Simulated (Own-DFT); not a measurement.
# Strain and stress in 4H SiC, 72 atoms (C36Si36)

All numbers below are calculated, not measured. They come from Own-DFT, an in-house plane-wave density functional program, since retired, whose code no person has reviewed. Each row is one single-point run on a periodic cell that was not relaxed, without spin or spin-orbit coupling.

Settings of every run: PBE; PseudoDojo norm-conserving scalar-relativistic files; cutoff 42 hartree; 4 x 4 x 3 k mesh centred on Gamma; Fermi-Dirac smearing of 0.1 eV.

Known limits: forces on such cells passed a denser k mesh, each cell not checked; stress not checked against mesh or cutoff.

Unstrained cell vectors in Å: (9.248, 0.000, 0.000); (-4.624, 8.009, 0.000); (0.000, 0.000, 10.068). The unstrained cell has measured lattice constants (interpolated for alloys), not those of this functional. That, the random moves and any unrelaxed bonds set the pressure at no strain. Each run strains this cell uniformly, with the atoms carried along. Every atom was also moved at random, by a Gaussian of width 0.05 Å on each axis. Strain is the symmetric tensor, in per cent. Stress is positive in tension, and the pressure is minus a third of its trace.

```
run,e_xx (%),e_yy (%),e_zz (%),e_yz (%),e_xz (%),e_xy (%),s_xx (GPa),s_yy (GPa),s_zz (GPa),s_yz (GPa),s_xz (GPa),s_xy (GPa),P (GPa),E (meV/atom)
1,1.76,1.95,1.23,-1.90,-0.68,0.25,6.61,7.64,0.03,-6.38,-2.08,1.07,-4.76,23.3
2,-0.12,0.32,-0.92,0.44,1.19,1.63,-5.12,-3.77,-12.78,1.97,2.92,8.59,7.22,35.0
3,1.45,-1.40,0.12,-0.49,-1.20,-0.75,1.40,-11.57,-5.60,-2.10,-5.01,-4.71,5.26,30.2
4,1.06,0.91,-0.79,-1.04,-1.76,-1.26,0.88,-2.40,-7.95,-2.83,-6.10,-5.66,3.16,41.2
5,-0.03,-1.98,0.26,-0.25,-1.94,1.96,-7.61,-17.69,-5.24,-1.77,-6.73,9.75,10.18,59.4
6,1.78,-1.87,1.76,0.15,0.88,-1.67,3.57,-12.94,3.24,0.62,2.78,-7.91,2.04,29.4
7,1.41,1.63,-0.29,1.27,0.41,-0.37,3.15,5.55,-6.25,4.82,2.29,-1.20,-0.82,4.4
8,0.90,-1.93,-1.90,-1.11,0.83,-1.72,-4.22,-17.03,-17.96,-3.95,1.81,-9.93,13.07,56.4
9,-0.22,1.37,0.22,0.44,-1.92,-0.11,-3.12,1.98,-5.21,1.66,-6.07,-0.54,2.12,10.9
10,-0.92,1.47,0.43,-0.64,1.58,0.93,-8.20,3.41,-3.73,-2.19,5.64,3.60,2.84,0.0
11,-1.35,-1.10,-0.93,-1.61,0.56,1.63,-13.55,-14.06,-13.46,-4.66,2.36,7.09,13.69,49.0
12,-0.48,-1.28,-1.47,-0.80,0.50,-1.63,-12.08,-11.27,-17.18,-3.08,1.72,-9.73,13.51,45.8
13,-1.97,1.71,1.35,1.60,-0.48,0.44,-14.64,2.74,1.31,4.79,-2.17,2.90,3.53,39.0
14,-1.94,-0.64,-1.68,-1.71,0.25,-1.38,-18.08,-9.39,-21.94,-5.42,1.05,-6.78,16.47,64.2
15,1.90,-0.85,1.18,-0.44,-0.96,-0.83,6.23,-6.25,-0.93,-1.54,-2.95,-3.43,0.32,21.3
16,-0.06,1.11,1.30,1.44,-1.67,-1.11,-3.12,0.55,1.86,5.80,-5.12,-4.41,0.24,23.6
17,1.46,-1.86,1.69,-0.45,0.95,0.22,?,?,?,?,?,?,?,?
```

E is the free energy for each atom above the lowest run shown.

## Worked fit

Each stress component was fitted by least squares to a constant and the strains of the runs shown, as fractions, with shears doubled. Shear strains stay in the fit of a normal stress only where such slopes are resolved. The slopes, in GPa:

| stress | at no strain | per e_xx | per e_yy | per e_zz | scatter |
|---|---|---|---|---|---|
| s_xx | -5.3 | 551 ± 22 | 106 ± 20 | 77 ± 26 | 1.05 |
| s_yy | -5.2 | 76 ± 31 | 548 ± 28 | 47 ± 36 | 1.46 |
| s_zz | -7.1 | 73 ± 34 | 58 ± 31 | 584 ± 40 | 1.61 |

Each shear stress against twice its own strain: yz 169 ± 8, xz 167 ± 8, xy 247 ± 9 GPa. These are stiffnesses along x, y and z of the frame in which the cell vectors are given, which need not be the crystal's axes. The atoms are held to the strained lattice; where symmetry lets them move under strain, relaxing them would lower some slopes. The table should be nearly symmetric about its diagonal, and what it lacks of that shows the noise. A ninth of its sum, 236 ± 4 GPa, estimates the bulk modulus near the mean pressure of these runs, 5.5 GPa, so it lies above the value at zero pressure.

## Withheld run

Question: what normal stresses and pressure should run 17 give?

The fit gives s_xx = 2.1, s_yy = -13.5, s_zz = 2.8 and P = 2.9 GPa. The calculation gave 2.32, -13.66, 4.07 and P = 2.43 GPa.
